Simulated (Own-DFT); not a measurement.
# What a defect does to the pressure of its cell: zincblende GaAs

No measurement is shown. These are fixed-geometry runs of a retired plane-wave code named Own-DFT, which no person has reviewed; spin and spin-orbit coupling are neglected.

Settings: PBE; PseudoDojo norm-conserving scalar-relativistic files; cutoff 42 hartree; 3 x 3 x 3 k mesh centred on Gamma; Fermi-Dirac smearing of 0.1 eV.

Limits (not all hold for every row): not probed for a lower state with spin; forces on such cells failed a check on a denser k mesh; forces not confirmed at this smearing and k mesh; forces on such cells passed a denser k mesh, each cell not checked; stress not checked against mesh or cutoff.

All runs share one cell, with vectors in Å (11.307, 0.000, 0.000); (0.000, 11.307, 0.000); (0.000, 0.000, 11.307) and a volume of 1445.4 Å³. The atoms are randomly displaced, by u rms on each axis. The defect's site can differ from row to row.

```
cell,formula,u (Å),P (GPa)
no defect,As32Ga32,0.0196,3.52
no defect,As32Ga32,0.0489,3.98
no defect,As32Ga32,0.0502,3.96
one As on a Ga site and one Ga on an As site,As32Ga32,0.0299,3.99
one As on a Ga site and one Ga on an As site,As32Ga32,0.0321,3.95
one As on a Ga site and one Ga on an As site,As32Ga32,0.0470,4.16
one In on a Ga site,As32Ga31In,0.0268,4.29
one In on a Ga site,As32Ga31In,0.0297,4.29
one In on a Ga site,As32Ga31In,0.0510,?
one In on a Ga site,As32Ga31In,0.0517,4.69
two As vacancies,As30Ga32,0.0317,3.25
two As vacancies,As30Ga32,0.0319,3.26
two As vacancies,As30Ga32,0.0508,3.52
two Ga vacancies,As32Ga30,0.0289,2.97
two Ga vacancies,As32Ga30,0.0297,2.83
two Ga vacancies,As32Ga30,0.0300,3.06
```

## Working it out

P = P0 + c u² + a shift for each defect gives P0 = 3.47 GPa, c = 195 ± 22 GPa/Å² and a scatter of 0.06 GPa. The shifts, and each times the cell's volume:

- one In on a Ga site: 0.67 ± 0.05 GPa, 6.0 eV
- one As on a Ga site and one Ga on an As site: 0.29 ± 0.05 GPa, 2.6 eV
- two As vacancies: -0.43 ± 0.05 GPa, -3.9 eV (-1.9 eV for each of its 2 sites)
- two Ga vacancies: -0.69 ± 0.05 GPa, -6.2 eV (-3.1 eV for each of its 2 sites)

Against the defect-free cell, a freed cell would be larger where the shift is positive and smaller where it is negative (160.2 GPa Å³ is 1 eV). The atoms around the defects weren't relaxed, which would change these numbers.

## Withheld run

Q: what pressure belongs in the blank (one In on a Ga site, u = 0.0510 Å)?

The fitted form gives 4.65 ± 0.08 GPa. The run itself gave 4.67 GPa.
